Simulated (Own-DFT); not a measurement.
# Point defects and the pressure they add: 2H SiC

Source: density functional calculations with Own-DFT, an unreviewed in-house program that is no longer used. Nothing was measured or relaxed, and spin and spin-orbit coupling are left out.

Common settings: PBE; PseudoDojo norm-conserving scalar-relativistic files; cutoff 42 hartree; 4 x 4 x 3 k mesh centred on Gamma; Fermi-Dirac smearing of 0.1 eV.

Limits (not all hold for every row): a neutral cation vacancy leaves holes that likely carry spin, which these runs leave out; not probed for a lower state with spin; forces on such cells moved up to 12 meV/angstrom on a denser k mesh; forces on such cells passed a denser k mesh, each cell not checked; stress not checked against mesh or cutoff.

All runs share one cell, with vectors in Å (9.248, 0.000, 0.000); (-4.624, 8.009, 0.000); (0.000, 0.000, 10.068) and a volume of 745.7 Å³. Atoms were moved at random from their sites; u is the rms move along one axis. The defect's site can differ from row to row.

| cell | formula | u (Å) | P (GPa) |
|---|---|---|---|
| no defect | C36Si36 | 0.0299 | 3.80 |
| no defect | C36Si36 | 0.0570 | 5.49 |
| no defect | C36Si36 | 0.0629 | 7.09 |
| one Al on a Si site and one N on a C site | AlC35NSi35 | 0.0268 | 3.95 |
| one Al on a Si site and one N on a C site | AlC35NSi35 | 0.0313 | 4.09 |
| one Al on a Si site and one N on a C site | AlC35NSi35 | 0.0514 | 6.08 |
| one Al on a Si site and one N on a C site | AlC35NSi35 | 0.0527 | ? |
| one Si on a C site | C35Si37 | 0.0283 | 10.36 |
| one Si on a C site | C35Si37 | 0.0312 | 10.68 |
| one Si on a C site | C35Si37 | 0.0459 | 10.71 |
| one Si vacancy | C36Si35 | 0.0458 | 4.18 |
| one Si vacancy | C36Si35 | 0.0497 | 4.98 |
| one Si vacancy | C36Si35 | 0.0511 | 5.20 |
| one C on a Si site | C37Si35 | 0.0294 | 1.63 |
| one C on a Si site | C37Si35 | 0.0300 | 1.81 |
| one C on a Si site | C37Si35 | 0.0492 | 3.00 |

## What the rows give

P = P0 + c u² + a shift for each defect gives P0 = 2.96 GPa, c = 928 ± 122 GPa/Å² and a scatter of 0.39 GPa. The shifts, and each times the cell's volume:

- one Si on a C site: 6.43 ± 0.36 GPa, 29.9 eV
- one Al on a Si site and one N on a C site: 0.41 ± 0.35 GPa, 1.9 eV (not resolved)
- one Si vacancy: -0.39 ± 0.32 GPa, -1.8 eV (not resolved)
- one C on a Si site: -2.10 ± 0.35 GPa, -9.8 eV

A positive shift means that the defect pushes the cell outwards. Shift times volume (160.2 GPa Å³ is 1 eV) depends little on the cell's size, so, taken for each site, it can be compared between cells at like pressure. The atoms around the defects weren't relaxed, which would change these numbers.

## Check

Asked: what pressure belongs in the blank (one Al on a Si site and one N on a C site, u = 0.0527 Å)?

The fitted form gives 5.94 ± 0.48 GPa. DFT gave 5.53 GPa.
